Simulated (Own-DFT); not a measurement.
# Biaxial strain at fixed height in diamond-structure GeSn with randomly placed atoms, 64 atoms (Ge56Sn8)

Everything here is calculated. The program is Own-DFT (plane waves, in-house, since retired, never reviewed by a person); positions were held fixed, and spin and spin-orbit coupling were off.

Settings: PBE; PseudoDojo norm-conserving scalar-relativistic files; cutoff 49 hartree; 3 x 3 x 3 k mesh centred on Gamma; Fermi-Dirac smearing of 0.1 eV.

Keep in mind: forces on such cells moved up to 12 meV/angstrom on a denser k mesh; stress not checked against mesh or cutoff.

Unstrained cell vectors in Å: (11.524, 0.000, 0.000); (0.000, 11.524, 0.000); (0.000, 0.000, 11.524). The unstrained cell has measured lattice constants (interpolated for alloys), not those of this functional. That, the random moves and any unrelaxed bonds set the pressure at no strain. Each run strains x and y alike by e, as a substrate would, and holds the height along z. All atoms carry random offsets, Gaussian with a width of 0.05 Å per axis. The random placing of the alloy's atoms differs from row to row. Stress is positive in tension.

| e (%) | u (Å) | (s_xx + s_yy)/2 (GPa) | s_zz (GPa) |
|---|---|---|---|
| -3.00 | 0.047 | -11.21 | -9.47 |
| -2.50 | 0.050 | ? | ? |
| -2.25 | 0.051 | -9.53 | -8.33 |
| -2.00 | 0.045 | -8.66 | -7.46 |
| -1.50 | 0.048 | -7.98 | -7.09 |
| -0.75 | 0.045 | -6.63 | -6.18 |
| 0.25 | 0.049 | -4.75 | -4.92 |
| 1.75 | 0.053 | -2.52 | -3.53 |
| 2.25 | 0.046 | -1.44 | -2.57 |
| 3.00 | 0.049 | -0.75 | -2.36 |

## What the rows give

With e as a fraction, the in-plane stress is -5.2 + 174 e - 809 e² GPa (errors 3 and 198, scatter 0.18), and s_zz is -5.2 + 118 e - 739 e² GPa (slope ± 4, scatter 0.23). At e = 0 the first slope is C11 + C12 and the second 2 C12, both with the ions held to the strained lattice and at the cell's own pressure. The term in e² is negative: the layer stiffens under compression and softens under tension. A free layer would change its height as e changes, and the in-plane slope would drop by 2 C12²/C11 to the biaxial modulus. At fixed height, a misfit of 1 % moves the in-plane stress by about 1.7 GPa and s_zz by 1.2 GPa.

## Withheld run

Asked: what are the two stresses at e = -2.50 %?

Estimate: -10.0 and -8.6 GPa. Computed: -9.91 and -8.28 GPa.
